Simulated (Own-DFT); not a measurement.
# Which defects push the lattice out? 4H SiC

Source: density functional calculations with Own-DFT, an unreviewed in-house program that is no longer used. Nothing was measured or relaxed, and spin and spin-orbit coupling are left out.

All runs used: PBE; PseudoDojo norm-conserving scalar-relativistic files; cutoff 42 hartree; 4 x 4 x 3 k mesh centred on Gamma; Fermi-Dirac smearing of 0.1 eV.

Keep in mind (not all hold for every row): some atoms lie very close together; not probed for a lower state with spin; forces on such cells failed a check on a denser k mesh; forces on such cells passed a denser k mesh, each cell not checked; stress not checked against mesh or cutoff.

All runs share one cell, with vectors in Å (9.248, 0.000, 0.000); (-4.624, 8.009, 0.000); (0.000, 0.000, 10.068) and a volume of 745.7 Å³. Atoms were moved at random from their sites; u is the rms move along one axis. The defect's site can differ from row to row.

```
                                     cell    formula   u (Å)  P (GPa)
                                no defect    C36Si36  0.0291     3.71
                                no defect    C36Si36  0.0303     3.92
                                no defect    C36Si36  0.0605     6.47
                       one C on a Si site    C37Si35  0.0477        ?
                       one C on a Si site    C37Si35  0.0501     3.37
                       one C on a Si site    C37Si35  0.0504     3.73
                       one C on a Si site    C37Si35  0.0542     3.43
                   two N on a C site each  C34N2Si36  0.0258     2.45
                   two N on a C site each  C34N2Si36  0.0314     2.92
                   two N on a C site each  C34N2Si36  0.0521     4.13
one C on a Si site and one Si on a C site    C36Si36  0.0308     7.99
one C on a Si site and one Si on a C site    C36Si36  0.0496     8.89
one C on a Si site and one Si on a C site    C36Si36  0.0508     8.40
                            one C vacancy    C35Si36  0.0281     3.41
                            one C vacancy    C35Si36  0.0282     3.54
                            one C vacancy    C35Si36  0.0478     4.69
```

## What the rows give

P = P0 + c u² + a shift for each defect gives P0 = 3.26 GPa, c = 797 ± 89 GPa/Å² and a scatter of 0.29 GPa. The shifts, and each times the cell's volume:

- one C on a Si site and one Si on a C site: 3.58 ± 0.24 GPa, 16.6 eV
- one C vacancy: -0.41 ± 0.24 GPa, -1.9 eV (not resolved)
- two N on a C site each: -1.25 ± 0.24 GPa, -5.8 eV (-2.9 eV for each of its 2 sites)
- one C on a Si site: -1.87 ± 0.25 GPa, -8.7 eV

Against the defect-free cell, a freed cell would be larger where the shift is positive and smaller where it is negative (160.2 GPa Å³ is 1 eV). The atoms around the defects weren't relaxed, which would change these numbers.

## Prediction

Q: what pressure belongs in the blank (one C on a Si site, u = 0.0477 Å)?

From the fit: 3.21 ± 0.34 GPa. DFT gave 3.19 GPa.
